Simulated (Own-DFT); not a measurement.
# Response to strain: wurtzite GaN, 96 atoms (Ga48N48)

All numbers below are calculated, not measured. They come from Own-DFT, an in-house plane-wave density functional program, since retired, whose code no person has reviewed. Each row is one single-point run on a periodic cell that was not relaxed, without spin or spin-orbit coupling.

Settings of every run: PBE; PseudoDojo norm-conserving scalar-relativistic files (stringent for Ga); cutoff 96 hartree; 3 x 4 x 3 k mesh centred on Gamma; Gaussian smearing of 0.01 eV.

Known limits: forces on such cells passed a denser k mesh, each cell not checked; stress not checked against mesh or cutoff.

Unstrained cell vectors in Å: (12.756, 0.000, 0.000); (-4.784, 8.285, 0.000); (0.000, 0.000, 10.370). The unstrained cell has measured lattice constants (interpolated for alloys), not those of this functional. That, the random moves and any unrelaxed bonds set the pressure at no strain. Each run strains this cell uniformly, with the atoms carried along. Every atom was also moved at random, by a Gaussian of width 0.05 Å on each axis. Strain is the symmetric tensor, in per cent. Stress is positive in tension, and the pressure is minus a third of its trace.

```
run  e_xx (%)  e_yy (%)  e_zz (%)  e_yz (%)  e_xz (%)  e_xy (%)  s_xx (GPa)  s_yy (GPa)  s_zz (GPa)  s_yz (GPa)  s_xz (GPa)  s_xy (GPa)  P (GPa)  E (meV/atom)
  1      1.74      1.32      1.45     -1.17     -0.16      0.62        2.02        0.40        1.11       -2.21       -0.71        1.57    -1.18           0.0
  2      1.81      0.04     -1.44      1.19      0.64      0.35       -0.90       -4.89      -14.62        2.66        1.07        0.72     6.80          28.3
  3     -1.58     -1.44     -1.85     -1.76      0.32      1.03      -17.84      -16.33      -19.92       -3.25        1.42        1.74    18.03          69.4
  4      0.25      0.26     -1.38      0.73      1.05      1.75       -7.12       -6.12      -14.44        1.54        2.81        5.02     9.23          32.3
  5      0.64     -0.96      1.30     -1.79      0.92      1.07       -6.59      -10.05       -1.20       -4.14        2.13        4.37     5.95          35.9
  6     -0.48      0.72     -0.28      0.01      0.91     -0.36       -9.33       -4.66       -8.35        0.15        2.38       -1.41     7.45          22.5
  7     -1.20      0.50     -0.31     -1.90     -1.70     -0.31      -11.85       -6.64       -9.75       -4.05       -2.93       -1.05     9.41          31.7
  8      1.14     -0.42     -1.46     -1.01     -1.25      0.14       -4.53       -8.05      -13.70       -2.72       -2.86       -0.17     8.76          26.7
  9      1.98      0.47     -0.95     -0.52     -0.04     -1.48        1.37       -4.15      -10.32       -1.49       -0.72       -4.72     4.37          14.7
 10      0.91      1.07     -0.90     -1.91     -1.17     -0.24       -2.33       -2.53      -11.17       -4.27       -2.46       -1.45     5.34          20.0
 11      1.07     -1.40      0.42     -0.50      0.41     -0.89       -5.32      -11.01       -4.52       -0.64        1.31       -2.71     6.95          17.3
 12      0.76     -1.65     -0.73      1.11      0.52      0.63       -5.65      -13.99      -11.83        2.42        0.89        2.25    10.49          29.2
 13      0.59      1.68     -0.31      0.39      0.01     -0.75       -3.76       -0.13       -7.66        1.27        0.58       -2.09     3.85          23.5
 14      0.36      1.18      0.58     -0.31     -0.61     -0.68       -6.15       -1.18       -2.62       -1.29       -0.65       -1.03     3.32          18.2
 15     -0.84      0.55     -0.60     -0.53     -1.55     -1.66      -11.74       -5.77      -12.70       -0.70       -3.25       -6.77    10.07          50.3
 16     -0.29      0.09      0.04      0.50      1.14      1.29       -8.84       -7.19       -6.40        1.40        2.47        3.40     7.48          21.4
 17      1.32     -1.04     -1.06      0.47      0.03      0.14           ?           ?           ?           ?           ?           ?        ?             ?
```

E is the free energy for each atom above the lowest run shown.

## Worked fit

Each stress component was fitted by least squares to a constant and the strains of the runs shown, as fractions, with shears doubled. Shear strains stay in the fit of a normal stress only where such slopes are resolved. The slopes, in GPa:

| stress | at no strain | per e_xx | per e_yy | per e_zz | scatter |
|---|---|---|---|---|---|
| s_xx | -8.1 | 443 ± 18 | 121 ± 19 | 25 ± 21 | 0.75 |
| s_yy | -7.2 | 112 ± 13 | 414 ± 13 | 44 ± 14 | 0.51 |
| s_zz | -7.5 | 81 ± 22 | 53 ± 23 | 531 ± 24 | 0.89 |

Each shear stress against twice its own strain: yz 110 ± 7, xz 112 ± 8, xy 155 ± 12 GPa. These are stiffnesses along x, y and z of the frame in which the cell vectors are given, which need not be the crystal's axes. The atoms are held to the strained lattice; where symmetry lets them move under strain, relaxing them would lower some slopes. The table should be nearly symmetric about its diagonal, and what it lacks of that shows the noise. A ninth of its sum, 203 ± 5 GPa, estimates the bulk modulus near the mean pressure of these runs, 7.3 GPa, so it lies above the value at zero pressure.

## Withheld run

Question: what normal stresses and pressure should run 17 give?

The fit gives s_xx = -3.8, s_yy = -10.5, s_zz = -12.7 and P = 9.0 GPa. The calculation gave -2.45, -11.53, -11.58 and P = 8.52 GPa.
